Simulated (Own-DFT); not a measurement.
# How strain changes the stress of wurtzite AlN, 128 atoms (Al64N64)

All numbers below are calculated, not measured. The program, named Own-DFT, is a retired in-house plane-wave density functional code that no person has reviewed. Each row is one single-point run on a periodic cell that was not relaxed, without spin or spin-orbit coupling.

Settings of every run: PBE; PseudoDojo norm-conserving scalar-relativistic files; cutoff 42 hartree; 2 x 2 x 2 k mesh centred on Gamma; Fermi-Dirac smearing of 0.1 eV.

Known limits: forces on such cells passed a denser k mesh, each cell not checked; stress not checked against mesh or cutoff.

Unstrained cell vectors in Å: (12.448, 0.000, 0.000); (-6.224, 10.780, 0.000); (0.000, 0.000, 9.964). The unstrained cell has measured lattice constants (interpolated for alloys), not those of this functional. That, the random moves and any unrelaxed bonds set the pressure at no strain. Each run strains this cell uniformly, with the atoms carried along. Every atom was also moved at random, by a Gaussian of width 0.05 Å on each axis. Strain is the symmetric tensor, in per cent. Stress is positive in tension, and the pressure is minus a third of its trace.

```
run,e_xx (%),e_yy (%),e_zz (%),e_yz (%),e_xz (%),e_xy (%),s_xx (GPa),s_yy (GPa),s_zz (GPa),s_yz (GPa),s_xz (GPa),s_xy (GPa),P (GPa),E (meV/atom)
1,-1.88,-1.31,0.35,1.17,-0.15,0.53,-16.61,-13.28,-6.67,3.21,-0.06,2.60,12.19,22.1
2,0.28,1.29,-1.15,-0.53,1.20,-0.31,-5.24,-0.44,-9.55,-0.64,3.95,-0.95,5.08,17.0
3,1.66,-1.16,-1.66,0.61,1.01,0.99,-1.39,-9.86,-13.01,1.69,1.58,2.33,8.09,13.4
4,-1.55,1.41,0.63,1.72,1.65,1.48,-12.97,-0.42,-2.21,3.66,5.01,6.18,5.20,18.4
5,0.37,0.23,-0.94,-0.45,-0.58,1.92,-5.37,-5.81,-7.15,-1.26,-1.92,7.48,6.11,6.0
6,0.05,-1.88,-0.75,-1.94,-1.26,-1.65,-9.06,-15.82,-11.23,-4.04,-3.59,-7.03,12.04,40.9
7,-1.84,0.65,-0.99,0.16,-0.45,-1.61,-15.49,-6.18,-11.27,0.19,-1.90,-7.31,10.98,30.3
8,-0.70,0.32,0.13,0.56,-0.83,1.83,-10.02,-5.38,-5.37,1.70,-2.55,7.58,6.92,19.6
9,1.43,-1.83,-0.59,-0.87,1.85,0.10,-1.35,-13.53,-9.33,-2.17,5.04,0.19,8.07,18.8
10,-0.04,0.22,-1.97,-1.79,-0.60,-1.84,-7.04,-6.70,-16.66,-5.06,-1.57,-8.29,10.13,32.7
11,1.61,-0.80,1.64,-0.22,0.85,-1.79,1.86,-7.15,1.67,-0.24,2.18,-5.53,1.21,12.7
12,0.45,1.00,0.39,0.54,0.10,-1.56,-2.39,-1.11,-2.10,1.58,-0.23,-4.97,1.87,0.0
13,0.36,-1.02,1.87,0.68,-1.26,0.99,-4.17,-8.79,2.14,1.20,-2.40,4.02,3.61,12.4
14,-0.47,-1.43,0.82,-1.02,1.45,-0.08,-9.27,-11.68,-4.05,-2.13,4.07,0.36,8.33,19.7
15,-0.32,0.18,-1.75,1.00,-1.42,1.27,?,?,?,?,?,?,?,?
```

E is the free energy for each atom above the lowest run shown.

## Worked fit

Each stress component was fitted by least squares to a constant and the strains of the runs shown, as fractions, with shears doubled. Shear strains stay in the fit of a normal stress only where such slopes are resolved. The slopes, in GPa:

```
stress  at no strain  per e_xx  per e_yy  per e_zz  scatter
  s_xx          -6.5  491 ± 14   92 ± 14   76 ± 13     0.55
  s_yy          -6.1  101 ± 14  449 ± 14   76 ± 14     0.56
  s_zz          -5.7   82 ± 26  115 ± 26  470 ± 25     1.03
```

Each shear stress against twice its own strain: yz 121 ± 11, xz 139 ± 8, xy 196 ± 7 GPa. These are stiffnesses along x, y and z of the frame in which the cell vectors are given, which need not be the crystal's axes. The atoms are held to the strained lattice; where symmetry lets them move under strain, relaxing them would lower some slopes. The table should be nearly symmetric about its diagonal, and what it lacks of that shows the noise. A ninth of its sum, 217 ± 6 GPa, estimates the bulk modulus near the mean pressure of these runs, 7.1 GPa, so it lies above the value at zero pressure.

## Withheld run

Question: what normal stresses and pressure should run 15 give?

The fit gives s_xx = -9.3, s_yy = -6.9, s_zz = -13.9 and P = 10.0 GPa. The calculation gave -8.89, -7.10, -13.22 and P = 9.74 GPa.
